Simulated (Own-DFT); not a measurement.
# Biaxial strain at fixed height in diamond-structure GeSn with randomly placed atoms, 64 atoms (Ge60Sn4)

Calculated, not measured: single-point runs of Own-DFT, a retired in-house plane-wave DFT program that no person has reviewed, on unrelaxed cells, without spin or spin-orbit coupling.

All runs used: PBE; PseudoDojo norm-conserving scalar-relativistic files; cutoff 49 hartree; 3 x 3 x 3 k mesh centred on Gamma; Fermi-Dirac smearing of 0.1 eV.

Keep in mind: forces on such cells moved up to 12 meV/angstrom on a denser k mesh; stress not checked against mesh or cutoff.

Unstrained cell vectors in Å: (11.420, 0.000, 0.000); (0.000, 11.420, 0.000); (0.000, 0.000, 11.420). The unstrained cell has measured lattice constants (interpolated for alloys), not those of this functional. That, the random moves and any unrelaxed bonds set the pressure at no strain. Each run strains x and y alike by e, as a substrate would, and holds the height along z. Each atom got a random Gaussian move of width 0.05 Å along each axis. The random placing of the alloy's atoms differs from row to row. Stress is positive in tension.

| e (%) | u (Å) | (s_xx + s_yy)/2 (GPa) | s_zz (GPa) |
|---|---|---|---|
| -2.50 | 0.049 | -9.99 | -8.20 |
| -1.50 | 0.053 | -7.78 | -6.66 |
| -1.25 | 0.048 | -7.36 | -6.34 |
| -0.75 | 0.050 | -6.15 | -5.56 |
| -0.50 | 0.049 | -5.77 | -5.59 |
| 0.50 | 0.050 | -3.95 | -4.26 |
| 1.00 | 0.052 | -3.28 | -3.72 |
| 1.25 | 0.048 | -2.69 | -3.37 |
| 2.25 | 0.051 | ? | ? |
| 3.00 | 0.049 | -0.27 | -1.85 |

## Worked fit

With e as a fraction, the in-plane stress is -4.9 + 181 e - 960 e² GPa (errors 2 and 106, scatter 0.09), and s_zz is -4.8 + 118 e - 658 e² GPa (slope ± 2, scatter 0.11). At e = 0 the first slope is C11 + C12 and the second 2 C12, both with the ions held to the strained lattice and at the cell's own pressure. The term in e² is negative: the layer stiffens under compression and softens under tension. A free layer would change its height as e changes, and the in-plane slope would drop by 2 C12²/C11 to the biaxial modulus. At fixed height, a misfit of 1 % moves the in-plane stress by about 1.8 GPa and s_zz by 1.2 GPa.

## The run left out

Question: what are the two stresses at e = 2.25 %?

The fit gives -1.3 and -2.5 GPa. The calculation gave -1.31 and -2.60 GPa.
